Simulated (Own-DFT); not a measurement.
Simulation results for Hf36O71 (tetragonal hafnia with one neutral oxygen vacancy, atoms displaced)

Computed with Own-DFT development build. A calculation, not a measurement: plane-wave PBE and HSE06 DFT by an unreviewed code, no spin, of a simulated cell at Gamma alone, so results move with cell size and shape, stress positive in tension, energies less offsets, not probed for a lower state with spin; hafnium file: forces about 75 meV/angstrom off all-electron values; oxygen file: force components 24 meV/angstrom off all-electron in a glass; k mesh not checked against a denser one; forces and stress are PBE's, HSE06 gives the energy alone, and its difference from PBE has offsets of its own; offsets are fitted by least squares, one for each functional and potential file, so energies compare only between cells with the same atoms and settings and are not formation energies; the far tail of each file's local potential was reset to the Coulomb form; each entry is a single point on an unrelaxed cell, so the pressure reflects the starting lattice, taken from the Materials Project, from which strain is counted, and rises with the displacements; printed positions are rounded, which can move forces by about a meV/angstrom; the program is a retired in-house code; no spin-orbit coupling.

Common to all runs: first functional PBE; second functional HSE06; exact exchange share 0.25; screening 0.11 1/bohr; exchange divergence Gygi-Baldereschi; potential files PseudoDojo norm-conserving, scalar-relativistic, made for PBE, standard set; wave cutoff 48 hartree; occupations fixed; k mesh 1 x 1 x 1 centred on Gamma.

```json
{"entry": 1, "formula": "Hf36O71", "kind": "tetragonal hafnia with one neutral oxygen vacancy, atoms displaced", "structure": {"cell_angstrom": [[10.78, 0.0, 0.0], [0.0, 10.78, 0.0], [0.0, 0.0, 10.4493]], "atoms_fractional": [["Hf", 0.00366, 0.00147, 0.00119], ["Hf", 0.15953, 0.16535, 0.25272], ["O", 0.00264, 0.16938, 0.15194], ["O", 0.16649, 0.00151, 0.34939], ["O", 0.00481, 0.16456, 0.40118], ["O", 0.16759, 0.00299, 0.10343], ["Hf", 0.99841, 0.00147, 0.49624], ["Hf", 0.16549, 0.16663, 0.75096], ["O", 0.00276, 0.16317, 0.64968], ["O", 0.17061, 0.99702, 0.84373], ["O", 0.99326, 0.16904, 0.90869], ["O", 0.17231, 0.00226, 0.59635], ["Hf", 0.00076, 0.33649, 0.99618], ["Hf", 0.16903, 0.50087, 0.25134], ["O", 0.00033, 0.50442, 0.15534], ["O", 0.16202, 0.3331, 0.34995], ["O", 0.00102, 0.49801, 0.40139], ["O", 0.16496, 0.33299, 0.09316], ["Hf", 0.99968, 0.3362, 0.49982], ["Hf", 0.16647, 0.49954, 0.74873], ["O", 0.00105, 0.49608, 0.65624], ["O", 0.16788, 0.33508, 0.84805], ["O", 0.99694, 0.50053, 0.90239], ["O", 0.16862, 0.33353, 0.59757], ["Hf", 0.99498, 0.66599, 0.9996], ["Hf", 0.16509, 0.83269, 0.24904], ["O", 0.00281, 0.83228, 0.1491], ["O", 0.16437, 0.65737, 0.34716], ["O", 0.9956, 0.8345, 0.40267], ["O", 0.16501, 0.66985, 0.09878], ["Hf", 0.00154, 0.66679, 0.50628], ["Hf", 0.16871, 0.83649, 0.74839], ["O", 0.99652, 0.83878, 0.6489], ["O", 0.16669, 0.66416, 0.84774], ["O", 0.99296, 0.83422, 0.90281], ["O", 0.16586, 0.66592, 0.59927], ["Hf", 0.33107, 0.00071, 0.99972], ["Hf", 0.49611, 0.16761, 0.24715], ["O", 0.3345, 0.1623, 0.15584], ["O", 0.50082, 0.00263, 0.3459], ["O", 0.32746, 0.16501, 0.40545], ["O", 0.49908, 6e-05, 0.09893], ["Hf", 0.32866, 0.9951, 0.4984], ["Hf", 0.49927, 0.16805, 0.74528], ["O", 0.33357, 0.16609, 0.64848], ["O", 0.49798, 0.99774, 0.84657], ["O", 0.33174, 0.16559, 0.90012], ["O", 0.49516, 7e-05, 0.5988], ["Hf", 0.3316, 0.33278, 0.00265], ["Hf", 0.50372, 0.4965, 0.25491], ["O", 0.33051, 0.49903, 0.14928], ["O", 0.49545, 0.33442, 0.34699], ["O", 0.32995, 0.49586, 0.40224], ["O", 0.50089, 0.33077, 0.0988], ["Hf", 0.3394, 0.33348, 0.50345], ["Hf", 0.49851, 0.5009, 0.7539], ["O", 0.33419, 0.49701, 0.65495], ["O", 0.49274, 0.33533, 0.84811], ["O", 0.33362, 0.49554, 0.90412], ["O", 0.49946, 0.33081, 0.60013], ["Hf", 0.33117, 0.66444, 0.99616], ["Hf", 0.49827, 0.83425, 0.2504], ["O", 0.33162, 0.83075, 0.15008], ["O", 0.49773, 0.66694, 0.35024], ["O", 0.33415, 0.83199, 0.40442], ["O", 0.49772, 0.66704, 0.09945], ["Hf", 0.33654, 0.66241, 0.49828], ["Hf", 0.50166, 0.83427, 0.75506], ["O", 0.33251, 0.83077, 0.64801], ["O", 0.50386, 0.67073, 0.85233], ["O", 0.33875, 0.83501, 0.90398], ["O", 0.49886, 0.66677, 0.59781], ["Hf", 0.66484, 0.99898, 0.99869], ["Hf", 0.83658, 0.16293, 0.24937], ["O", 0.66571, 0.16185, 0.15038], ["O", 0.83929, 0.99913, 0.34631], ["O", 0.66632, 0.16802, 0.39784], ["O", 0.83392, 0.99961, 0.09995], ["Hf", 0.66792, 0.99623, 0.50174], ["Hf", 0.83486, 0.16566, 0.74798], ["O", 0.6705, 0.16332, 0.65152], ["O", 0.83082, 0.99622, 0.8474], ["O", 0.66561, 0.16363, 0.89756], ["O", 0.8332, 0.00423, 0.6012], ["Hf", 0.66986, 0.33335, 0.00106], ["Hf", 0.83244, 0.50261, 0.25469], ["O", 0.67169, 0.50197, 0.15311], ["O", 0.8324, 0.3326, 0.35218], ["O", 0.82877, 0.33501, 0.09922], ["Hf", 0.66827, 0.32872, 0.49893], ["Hf", 0.83206, 0.4985, 0.75349], ["O", 0.67046, 0.50133, 0.65075], ["O", 0.83444, 0.33241, 0.84889], ["O", 0.66791, 0.49745, 0.90801], ["O", 0.83112, 0.33352, 0.59148], ["Hf", 0.66567, 0.66954, 0.00138], ["Hf", 0.83575, 0.83607, 0.25204], ["O", 0.66648, 0.83381, 0.14776], ["O", 0.82905, 0.67007, 0.3511], ["O", 0.66944, 0.83406, 0.40045], ["O", 0.83994, 0.66921, 0.09526], ["Hf", 0.66885, 0.66754, 0.50393], ["Hf", 0.83358, 0.82721, 0.75082], ["O", 0.66661, 0.83414, 0.64865], ["O", 0.82841, 0.66868, 0.85118], ["O", 0.66216, 0.83911, 0.90628], ["O", 0.83557, 0.66248, 0.59792]]}, "results": {"PBE_energy_of_cell_above_offsets [eV]": "-100.878", "HSE06_less_PBE_above_offsets [eV]": "-0.144", "PBE_pressure [GPa]": 0.61, "PBE_stress_xx [GPa]": 0.13, "PBE_stress_yy [GPa]": -0.96, "PBE_stress_zz [GPa]": -1.02, "PBE_stress_yz [GPa]": -0.11, "PBE_stress_xz [GPa]": -0.37, "PBE_stress_xy [GPa]": 0.07, "force_element": ["Hf", "Hf", "O", "O", "O", "O", "Hf", "Hf", "O", "O", "O", "O", "Hf", "Hf", "O", "O", "O", "O", "Hf", "Hf", "O", "O", "O", "O", "Hf", "Hf", "O", "O", "O", "O", "Hf", "Hf", "O", "O", "O", "O", "Hf", "Hf", "O", "O", "O", "O", "Hf", "Hf", "O", "O", "O", "O", "Hf", "Hf", "O", "O", "O", "O", "Hf", "Hf", "O", "O", "O", "O", "Hf", "Hf", "O", "O", "O", "O", "Hf", "Hf", "O", "O", "O", "O", "Hf", "Hf", "O", "O", "O", "O", "Hf", "Hf", "O", "O", "O", "O", "Hf", "Hf", "O", "O", "O", "Hf", "Hf", "O", "O", "O", "O", "Hf", "Hf", "O", "O", "O", "O", "Hf", "Hf", "O", "O", "O", "O"], "force_x [eV/angstrom]": [-1.159, 1.654, -1.01, -0.247, -0.556, -0.331, 0.355, 1.145, -0.304, -0.576, 0.613, -1.702, -0.408, -0.481, -0.174, -0.039, -0.545, -0.012, 0.819, 0.343, -0.605, -0.516, -0.116, -0.276, 1.649, 0.444, -0.289, 0.095, 0.467, 0.194, 0.21, -0.026, 0.711, 0.249, 0.525, 0.142, 0.973, 0.84, -1.034, -0.018, 0.465, -0.392, 1.172, 0.012, -0.352, 0.0, -0.179, 1.036, 0.489, -0.466, 0.69, 0.424, 0.382, 0.134, -1.435, 0.311, 0.214, 0.488, 0.151, 1.12, -0.176, 0.113, -0.065, 0.362, -0.254, 0.323, -0.241, -0.607, 0.041, -0.012, -0.54, 0.414, 0.212, -1.198, 0.45, -0.154, 0.204, 0.588, -0.959, -0.343, -0.755, 0.234, -0.025, 0.09, -0.627, 0.802, -0.906, -0.168, 1.214, -0.076, 0.069, -0.847, -0.136, -0.068, 0.485, -0.257, -0.374, 0.202, -0.233, -0.129, -1.851, -0.402, 0.205, 0.207, -0.126, 0.101, -0.055], "force_y [eV/angstrom]": [-0.579, 0.763, -0.208, -1.117, 0.543, -0.241, -0.164, 0.522, 0.252, 0.637, -0.686, -0.43, 0.104, -1.128, -0.367, -0.024, 0.796, -0.18, -0.218, -0.18, 0.092, -0.457, 0.191, 0.073, 0.268, -0.643, 0.479, 2.355, -0.734, -0.053, -0.237, -1.095, -0.49, 0.742, -0.009, -0.076, 0.165, -0.52, 0.399, -0.663, 0.463, -0.215, 1.151, -0.433, 0.33, 0.87, 0.009, -0.054, -0.216, 0.889, -0.077, -0.263, 0.508, 0.271, -1.116, -0.159, 0.359, -0.312, 1.025, 0.075, 0.15, 0.222, 0.3, -0.463, -0.695, -0.146, 0.39, 0.551, -0.104, -1.123, -0.506, -0.288, 1.196, 0.859, 0.229, 0.415, -0.631, 0.108, 0.858, -0.969, 0.353, 0.421, 0.854, -0.132, -1.191, -0.476, 0.239, 0.164, -0.21, 0.442, -0.052, 0.059, 0.144, 0.613, -0.121, 0.159, -0.551, -0.325, -0.697, 0.009, 0.039, -0.477, 1.722, -0.215, -0.786, -1.604, 0.292], "force_z [eV/angstrom]": [0.183, 0.506, -0.117, -0.155, -0.107, -0.709, 1.004, -0.868, 0.525, 0.912, -0.918, 0.501, 1.159, -0.507, -0.254, -0.613, 0.787, 0.313, -0.385, 0.124, -0.349, -0.106, -0.272, 0.165, 0.32, -0.073, 0.587, 0.591, -0.143, -0.492, -1.215, -0.575, 0.436, -0.211, -0.229, -0.134, 0.445, 0.205, -0.526, 0.099, -0.13, -0.443, -0.038, 0.502, 0.94, 0.056, 0.315, -0.323, -0.055, -1.067, 0.38, 0.569, 0.061, 0.001, -0.538, -0.115, -0.196, -0.349, -0.437, 0.08, 1.177, -0.535, 0.603, 0.007, -0.762, -0.281, 0.139, -0.88, 0.928, -0.309, -0.455, 0.209, 0.691, -0.488, 0.264, 0.647, 0.626, -0.2, 0.093, 0.453, -0.217, -0.279, 0.247, -0.929, 0.096, -0.1, 0.815, -0.658, -0.011, -0.455, -0.171, 0.318, -0.462, -0.685, 1.11, 0.709, -0.932, 0.811, -0.166, 0.184, 0.723, -0.728, 0.044, 0.44, -0.307, -1.039, 0.598]}}
{"entry": 2, "formula": "Hf36O71", "kind": "tetragonal hafnia with one neutral oxygen vacancy, atoms displaced", "structure": {"cell_angstrom": [[10.78, 0.0, 0.0], [0.0, 10.78, 0.0], [0.0, 0.0, 10.4493]], "atoms_fractional": [["Hf", 0.00455, 0.99853, 0.00045], ["Hf", 0.16245, 0.17177, 0.24804], ["O", 0.99944, 0.16845, 0.15748], ["O", 0.16524, 0.99793, 0.34463], ["O", 0.99935, 0.16519, 0.40533], ["O", 0.17081, 0.00183, 0.09916], ["Hf", 0.9948, 0.99818, 0.50243], ["Hf", 0.16678, 0.16921, 0.75135], ["O", 0.99754, 0.16675, 0.66021], ["O", 0.1573, 0.00313, 0.83817], ["O", 0.00112, 0.16462, 0.90765], ["O", 0.15173, 0.99527, 0.59945], ["Hf", 0.99789, 0.33455, 0.00402], ["Hf", 0.16627, 0.50697, 0.24345], ["O", 0.99598, 0.49767, 0.15147], ["O", 0.00743, 0.50254, 0.3971], ["O", 0.17164, 0.33473, 0.09193], ["Hf", 0.01013, 0.33354, 0.50645], ["Hf", 0.17206, 0.49986, 0.7495], ["O", 0.98701, 0.50146, 0.65372], ["O", 0.16974, 0.32799, 0.84542], ["O", 0.00257, 0.49902, 0.90447], ["O", 0.16384, 0.33453, 0.59379], ["Hf", 0.00295, 0.6685, 0.99737], ["Hf", 0.17058, 0.83606, 0.24636], ["O", 0.99968, 0.8307, 0.16098], ["O", 0.17404, 0.66095, 0.34978], ["O", 0.9944, 0.8289, 0.39891], ["O", 0.17173, 0.67455, 0.09624], ["Hf", 0.00516, 0.66437, 0.4995], ["Hf", 0.17173, 0.8334, 0.74786], ["O", 0.00473, 0.83686, 0.65617], ["O", 0.16948, 0.66941, 0.84968], ["O", 0.99354, 0.83744, 0.89857], ["O", 0.16899, 0.6681, 0.6024], ["Hf", 0.34, 0.0045, 0.99152], ["Hf", 0.4985, 0.16335, 0.24799], ["O", 0.33346, 0.16197, 0.14821], ["O", 0.50623, 0.99639, 0.33982], ["O", 0.33312, 0.16121, 0.39893], ["O", 0.4923, 0.00047, 0.09749], ["Hf", 0.33289, 0.0047, 0.50089], ["Hf", 0.50268, 0.16435, 0.74335], ["O", 0.3333, 0.16796, 0.64234], ["O", 0.51019, 0.00363, 0.84761], ["O", 0.33194, 0.17189, 0.90138], ["O", 0.49946, 0.99907, 0.60751], ["Hf", 0.3429, 0.33116, 0.99664], ["Hf", 0.50013, 0.48985, 0.24394], ["O", 0.32912, 0.50263, 0.149], ["O", 0.4952, 0.32974, 0.34221], ["O", 0.33437, 0.50122, 0.40559], ["O", 0.5103, 0.33601, 0.09199], ["Hf", 0.3268, 0.33223, 0.50269], ["Hf", 0.48542, 0.50429, 0.75258], ["O", 0.34101, 0.50415, 0.65346], ["O", 0.49928, 0.32573, 0.85686], ["O", 0.33965, 0.49755, 0.90383], ["O", 0.50774, 0.33452, 0.58914], ["Hf", 0.3388, 0.66365, 0.99857], ["Hf", 0.50305, 0.83917, 0.25537], ["O", 0.32991, 0.83419, 0.15068], ["O", 0.50127, 0.66567, 0.3507], ["O", 0.32876, 0.83756, 0.40603], ["O", 0.50014, 0.66227, 0.08532], ["Hf", 0.32732, 0.65724, 0.50814], ["Hf", 0.50351, 0.83788, 0.7544], ["O", 0.33208, 0.83464, 0.6579], ["O", 0.49277, 0.66468, 0.83961], ["O", 0.33738, 0.83438, 0.90783], ["O", 0.50252, 0.66038, 0.59681], ["Hf", 0.65829, 0.99577, 0.00856], ["Hf", 0.8361, 0.1637, 0.24337], ["O", 0.66387, 0.1676, 0.1499], ["O", 0.83508, 0.00091, 0.35381], ["O", 0.66337, 0.1741, 0.4007], ["O", 0.82575, 0.00109, 0.09738], ["Hf", 0.66535, 0.99229, 0.50888], ["Hf", 0.81677, 0.17185, 0.75412], ["O", 0.66803, 0.1682, 0.64964], ["O", 0.83635, 0.99914, 0.85213], ["O", 0.66059, 0.16451, 0.89343], ["O", 0.82841, 0.99744, 0.59728], ["Hf", 0.66929, 0.33438, 0.99888], ["Hf", 0.82888, 0.49263, 0.25393], ["O", 0.66963, 0.50426, 0.15659], ["O", 0.83086, 0.33436, 0.34243], ["O", 0.67249, 0.51007, 0.39784], ["O", 0.83062, 0.34055, 0.10498], ["Hf", 0.67555, 0.32913, 0.4996], ["Hf", 0.82391, 0.5005, 0.74371], ["O", 0.66573, 0.49447, 0.65492], ["O", 0.83599, 0.33417, 0.84663], ["O", 0.66677, 0.50141, 0.89947], ["O", 0.83116, 0.33415, 0.59719], ["Hf", 0.66879, 0.66442, 0.00372], ["Hf", 0.83777, 0.8403, 0.24831], ["O", 0.66746, 0.83851, 0.15184], ["O", 0.83745, 0.66406, 0.34945], ["O", 0.67019, 0.8351, 0.40933], ["O", 0.84212, 0.67076, 0.09898], ["Hf", 0.67263, 0.66881, 0.50791], ["Hf", 0.8304, 0.83658, 0.75248], ["O", 0.66255, 0.83808, 0.65947], ["O", 0.82232, 0.68003, 0.84222], ["O", 0.66296, 0.83122, 0.89436], ["O", 0.8358, 0.67103, 0.59602]]}, "results": {"PBE_energy_of_cell_above_offsets [eV]": "-96.343", "HSE06_less_PBE_above_offsets [eV]": "0.103", "PBE_pressure [GPa]": 2.85, "PBE_stress_xx [GPa]": -4.49, "PBE_stress_yy [GPa]": -0.62, "PBE_stress_zz [GPa]": -3.45, "PBE_stress_yz [GPa]": -1.04, "PBE_stress_xz [GPa]": -1.05, "PBE_stress_xy [GPa]": -0.04, "force_element": ["Hf", "Hf", "O", "O", "O", "O", "Hf", "Hf", "O", "O", "O", "O", "Hf", "Hf", "O", "O", "O", "Hf", "Hf", "O", "O", "O", "O", "Hf", "Hf", "O", "O", "O", "O", "Hf", "Hf", "O", "O", "O", "O", "Hf", "Hf", "O", "O", "O", "O", "Hf", "Hf", "O", "O", "O", "O", "Hf", "Hf", "O", "O", "O", "O", "Hf", "Hf", "O", "O", "O", "O", "Hf", "Hf", "O", "O", "O", "O", "Hf", "Hf", "O", "O", "O", "O", "Hf", "Hf", "O", "O", "O", "O", "Hf", "Hf", "O", "O", "O", "O", "Hf", "Hf", "O", "O", "O", "O", "Hf", "Hf", "O", "O", "O", "O", "Hf", "Hf", "O", "O", "O", "O", "Hf", "Hf", "O", "O", "O", "O"], "force_x [eV/angstrom]": [-0.588, 1.272, 0.1, -0.195, 0.574, -0.453, -0.049, -1.337, -0.22, 0.989, 0.127, 3.28, 0.317, -1.038, 1.239, 0.462, -0.622, -3.694, -2.401, 3.02, 0.091, 0.309, 1.9, -0.127, 0.286, 0.681, -0.186, 0.44, -1.093, -1.58, -1.527, -0.974, 0.142, 0.701, -0.698, -1.947, 0.127, 0.169, -0.098, -0.163, 1.058, -1.735, -0.097, -0.371, -1.171, 0.045, -0.375, -0.621, 0.098, 1.302, -0.284, -0.451, -1.578, 2.707, 5.053, -3.945, -0.242, -0.62, -1.714, -0.973, -1.342, 1.896, -0.281, 0.429, 0.665, 2.506, -0.916, 0.97, -0.135, 0.069, -0.505, 1.182, -1.443, 0.255, -0.247, -0.028, 1.512, 0.39, 3.111, -1.2, -0.681, 0.882, 0.15, 0.584, 0.782, -0.967, 0.141, -0.304, 0.232, -1.056, 0.133, -0.789, -0.372, 0.137, 1.105, 1.503, -0.115, -0.694, -0.066, -0.279, -1.404, -0.988, 1.511, 0.414, 0.475, -0.761, 0.215], "force_y [eV/angstrom]": [0.078, -0.751, 0.086, 1.153, 1.095, -0.122, -0.677, -1.497, 0.645, -0.438, 0.773, 0.686, 0.25, -0.842, 0.015, -1.354, -0.422, -0.138, 0.522, -0.189, 2.144, 0.398, 0.752, 0.109, -0.32, 0.789, 1.328, 0.462, -0.727, 0.735, 0.767, -0.709, -1.241, -0.894, -0.96, -0.516, 0.676, 0.887, 1.622, 1.137, -0.095, -1.578, 1.149, 0.111, 0.023, -1.52, 0.287, -0.062, 1.902, -0.258, 0.33, -1.518, 0.373, -0.579, -1.156, -0.73, 0.9, -0.164, -0.387, 1.198, -3.396, -0.115, 0.441, -0.317, 0.078, 2.23, -0.927, 0.126, 0.834, 0.529, 0.292, 0.004, 0.201, -0.373, 0.618, -2.131, 0.232, 1.164, -1.393, -0.16, 0.953, 0.487, 0.062, -0.137, 2.408, 0.086, -1.585, -1.865, -0.984, 1.822, 0.721, 0.576, 0.215, -0.11, -0.26, 0.248, -1.899, -0.191, 0.714, -0.236, 0.075, -1.018, 1.165, -0.047, -3.097, 0.387, 0.034], "force_z [eV/angstrom]": [-0.826, 0.73, -0.814, 0.039, -0.061, -0.989, -0.394, -0.506, -0.272, 1.287, 0.762, -0.66, -0.347, 0.523, -0.117, 0.998, 0.54, -1.965, 1.338, -0.411, -0.361, -0.257, 1.502, 0.286, 1.057, -1.562, 0.121, 0.995, 0.0, -0.887, 0.263, -0.383, -0.423, 1.186, 0.619, 1.163, 0.457, 0.236, 1.794, -0.07, 0.274, 0.194, 0.47, 0.815, 0.6, -0.989, -0.93, 0.83, 1.526, -0.012, -0.383, 0.108, 1.218, -1.965, 0.737, -1.36, -1.611, -1.113, 0.714, 0.292, -0.449, 0.429, -1.43, 0.43, 0.989, -2.361, -0.025, -0.392, 0.727, -0.642, 0.391, -1.71, 1.783, -0.334, -0.952, 0.015, 0.582, -1.237, 0.71, -0.74, -0.437, 0.932, 0.53, -1.043, 0.354, -1.283, 1.069, 0.904, -1.178, -1.126, 1.374, -0.328, 0.641, 0.897, 0.416, -0.685, 1.423, -0.114, -0.474, -0.344, -0.872, -1.947, -0.325, -1.434, 0.861, 1.822, 0.589]}}
```
